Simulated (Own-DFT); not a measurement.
# Which defects push the lattice out? zincblende GaAs

Everything here is calculated. The program is Own-DFT (plane waves, in-house, since retired, never reviewed by a person); positions were held fixed, and spin and spin-orbit coupling were off.

All runs used: PBE; PseudoDojo norm-conserving scalar-relativistic files; cutoff 42 hartree; 3 x 3 x 3 k mesh centred on Gamma; Fermi-Dirac smearing of 0.1 eV.

Limits (not all hold for every row): not probed for a lower state with spin; forces not confirmed at this smearing and k mesh; stress not checked against mesh or cutoff.

All runs share one cell, with vectors in Å (11.737, 0.000, 0.000); (0.000, 11.737, 0.000); (0.000, 0.000, 10.919) and a volume of 1504.3 Å³, strained against the parent crystal. u is the rms random offset of the atoms per axis. The defect's site can differ from row to row.

```
                             cell     formula   u (Å)  P (GPa)
                        no defect    As32Ga32  0.0298     0.75
                        no defect    As32Ga32  0.0483     1.08
                        no defect    As32Ga32  0.0506     1.10
one As vacancy and one Ga vacancy    As31Ga31  0.0282     0.46
one As vacancy and one Ga vacancy    As31Ga31  0.0294     0.46
one As vacancy and one Ga vacancy    As31Ga31  0.0435     0.68
              one Al on a Ga site  AlAs32Ga31  0.0274     0.74
              one Al on a Ga site  AlAs32Ga31  0.0315        ?
              one Al on a Ga site  AlAs32Ga31  0.0503     1.06
              one Al on a Ga site  AlAs32Ga31  0.0516     1.02
              one In on a Ga site  As32Ga31In  0.0294     1.30
              one In on a Ga site  As32Ga31In  0.0461     1.61
              one In on a Ga site  As32Ga31In  0.0472     1.64
              one P on an As site   As31Ga32P  0.0271     0.48
              one P on an As site   As31Ga32P  0.0311     0.57
              one P on an As site   As31Ga32P  0.0506     0.78
```

## Fit

P = P0 + c u² + a shift for each defect gives P0 = 0.62 GPa, c = 185 ± 14 GPa/Å² and a scatter of 0.04 GPa. The shifts, and each times the cell's volume:

- one In on a Ga site: 0.57 ± 0.03 GPa, 5.4 eV
- one Al on a Ga site: -0.05 ± 0.03 GPa, -0.4 eV (not resolved)
- one P on an As site: -0.27 ± 0.03 GPa, -2.6 eV
- one As vacancy and one Ga vacancy: -0.30 ± 0.03 GPa, -2.8 eV

Positive is outwards. The product with the volume (160.2 GPa Å³ to the eV) is nearly free of the cell's size; divided by the bulk modulus at the cell's pressure it gives the volume that the defect adds. The atoms around the defects weren't relaxed, which would change these numbers.

## Withheld run

Q: what pressure belongs in the blank (one Al on a Ga site, u = 0.0315 Å)?

From the fit: 0.76 ± 0.05 GPa. The hidden result is 0.78 GPa.
